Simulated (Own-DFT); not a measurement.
# Point defects and the pressure they add: grey tin

Source: density functional calculations with Own-DFT, an unreviewed in-house program that is no longer used. Nothing was measured or relaxed, and spin and spin-orbit coupling are left out.

Common settings: PBE; PseudoDojo norm-conserving scalar-relativistic files; cutoff 42 hartree; 3 x 3 x 3 k mesh centred on Gamma; cold (Marzari-Vanderbilt) smearing of 0.2 eV.

Caveats (not all hold for every row): not probed for a lower state with spin; forces on such cells moved up to 12 meV/angstrom on a denser k mesh; stress not checked against mesh or cutoff.

All runs share one cell, with vectors in Å (12.978, 0.000, 0.000); (0.000, 12.978, 0.000); (0.000, 0.000, 12.978) and a volume of 2185.9 Å³. The atoms are randomly displaced, by u rms on each axis. The defect's site can differ from row to row.

| cell | formula | u (Å) | P (GPa) |
|---|---|---|---|
| no defect | Sn64 | 0.0187 | 3.38 |
| no defect | Sn64 | 0.0212 | 3.37 |
| no defect | Sn64 | 0.0562 | 3.74 |
| two Sn vacancies | Sn62 | 0.0299 | 3.15 |
| two Sn vacancies | Sn62 | 0.0324 | 3.16 |
| two Sn vacancies | Sn62 | 0.0514 | 3.34 |
| one Sn vacancy | Sn63 | 0.0275 | 3.20 |
| one Sn vacancy | Sn63 | 0.0277 | ? |
| one Sn vacancy | Sn63 | 0.0521 | 3.38 |
| one Sn vacancy | Sn63 | 0.0523 | 3.45 |

## What the rows give

P = P0 + c u² + a shift for each defect gives P0 = 3.33 GPa, c = 122 ± 8 GPa/Å² and a scatter of 0.03 GPa. The shifts, and each times the cell's volume:

- one Sn vacancy: -0.24 ± 0.02 GPa, -3.3 eV
- two Sn vacancies: -0.31 ± 0.02 GPa, -4.2 eV (-2.1 eV for each of its 2 sites)

Against the defect-free cell, a freed cell would be larger where the shift is positive and smaller where it is negative (160.2 GPa Å³ is 1 eV). The atoms around the defects weren't relaxed, which would change these numbers.

## Prediction

Q: what pressure belongs in the blank (one Sn vacancy, u = 0.0277 Å)?

From the fit: 3.19 ± 0.03 GPa. The hidden result is 3.21 GPa.
